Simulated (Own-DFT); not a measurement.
# Which defects push the lattice out? D0_22 TiAl3

Everything here is calculated. The program is Own-DFT (plane waves, in-house, since retired, never reviewed by a person); positions were held fixed, and spin and spin-orbit coupling were off.

Settings: PBE; PseudoDojo norm-conserving scalar-relativistic files; cutoff 42 hartree; 4 x 4 x 4 k mesh centred on Gamma; cold (Marzari-Vanderbilt) smearing of 0.2 eV.

Limits: forces on such cells failed a check on a denser k mesh; stress not checked against mesh or cutoff.

All runs share one cell, with vectors in Å (-2.365, -6.981, 4.326); (-7.667, 3.491, 1.442); (-2.950, -3.488, -7.241) and a volume of 625.4 Å³. The atoms are randomly displaced, by u rms on each axis. The defect's site can differ from row to row.

```
cell,formula,u (Å),P (GPa)
no defect,Al30Ti10,0.0185,1.96
no defect,Al30Ti10,0.0206,1.99
no defect,Al30Ti10,0.0534,2.82
two Al vacancies,Al28Ti10,0.0277,?
two Al vacancies,Al28Ti10,0.0301,1.19
two Al vacancies,Al28Ti10,0.0528,1.70
two Al vacancies,Al28Ti10,0.0552,1.79
two Ti on an Al site each,Al28Ti12,0.0275,3.06
two Ti on an Al site each,Al28Ti12,0.0497,3.78
two Ti on an Al site each,Al28Ti12,0.0507,3.80
one Ti vacancy,Al30Ti9,0.0317,1.79
one Ti vacancy,Al30Ti9,0.0335,1.92
one Ti vacancy,Al30Ti9,0.0498,2.14
two Al on a Ti site each,Al32Ti8,0.0279,2.90
two Al on a Ti site each,Al32Ti8,0.0454,3.25
two Al on a Ti site each,Al32Ti8,0.0530,3.51
```

## Working it out

P = P0 + c u² + a shift for each defect gives P0 = 1.87 GPa, c = 319 ± 22 GPa/Å² and a scatter of 0.08 GPa. The shifts, and each times the cell's volume:

- two Ti on an Al site each: 1.06 ± 0.06 GPa, 4.1 eV (2.1 eV for each of its 2 sites)
- two Al on a Ti site each: 0.75 ± 0.06 GPa, 2.9 eV (1.5 eV for each of its 2 sites)
- one Ti vacancy: -0.41 ± 0.06 GPa, -1.6 eV
- two Al vacancies: -1.03 ± 0.07 GPa, -4.0 eV (-2.0 eV for each of its 2 sites)

Positive is outwards. The product with the volume (160.2 GPa Å³ to the eV) is nearly free of the cell's size; divided by the bulk modulus at the cell's pressure it gives the volume that the defect adds. The atoms around the defects weren't relaxed, which would change these numbers.

## Check

Asked: what pressure belongs in the blank (two Al vacancies, u = 0.0277 Å)?

The fit gives 1.09 ± 0.09 GPa. Computed: 1.23 GPa.
